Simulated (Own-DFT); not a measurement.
# A change of arrangement and its cost: C36Si36, 72 atoms

These are calculations, not measurements. The program, named Own-DFT, is a retired in-house plane-wave density functional code that no person has reviewed. Each row is one single-point run on a periodic cell that was not relaxed, without spin or spin-orbit coupling.

Settings of every run: PBE; PseudoDojo norm-conserving scalar-relativistic files; cutoff 42 hartree; 4 x 4 x 3 k mesh centred on Gamma; Fermi-Dirac smearing of 0.1 eV.

Known limits, some of them of some rows only: not probed for a lower state with spin; forces on such cells passed a denser k mesh, each cell not checked; stress not checked against mesh or cutoff.

All cells hold the same atoms in the same cell, with vectors in Å (9.248, 0.000, 0.000); (-4.624, 8.009, 0.000); (0.000, 0.000, 10.068). Every atom was moved at random from its ideal site; u is the rms move along one axis. The defect's site can differ from row to row. E is the free energy of the cell above the lowest run. The arrangements:

- A: 2H SiC
- B: 4H SiC
- C: 4H SiC, with one C on a Si site and one Si on a C site, 1.9 Å apart

| arrangement | u (Å) | E (eV) | P (GPa) |
|---|---|---|---|
| A | 0.0299 | 0.479 | 3.89 |
| A | 0.0300 | 0.661 | 4.10 |
| A | 0.0313 | 0.551 | 3.93 |
| A | 0.0570 | 6.704 | 5.67 |
| A | 0.0669 | 9.938 | 6.85 |
| A | 0.0670 | 10.535 | 7.30 |
| B | 0.0291 | 0.000 | 3.73 |
| B | 0.0310 | 0.555 | 3.97 |
| B | 0.0331 | 0.679 | 3.93 |
| B | 0.0574 | 6.303 | 5.79 |
| B | 0.0584 | 6.441 | 5.83 |
| B | 0.0597 | 7.461 | 6.33 |
| C | 0.0297 | 10.811 | 7.32 |
| C | 0.0306 | 11.575 | 7.58 |
| C | 0.0320 | 10.952 | 7.42 |
| C | 0.0491 | 14.362 | 8.45 |
| C | 0.0498 | 14.701 | 8.67 |
| C | 0.0506 | 14.254 | 8.49 |

Question: once the cost of the random moves is taken out, how do the arrangements rank?

## Worked answer

Fit E = a + b u², with one b for all and one a for each arrangement, and with residuals divided by u², since the noise grows with the moves. Then b = 2517 eV/Å², the scatter at u = 0.04 Å is 0.37 eV, and against A:

- B: -0.29 ± 0.17 eV (not told apart from A)
- C: 10.40 ± 0.17 eV (higher)

These are energies of unrelaxed cells. Relaxing the atoms lowers the strained arrangements most, so the gaps would shrink and small ones could change sign.
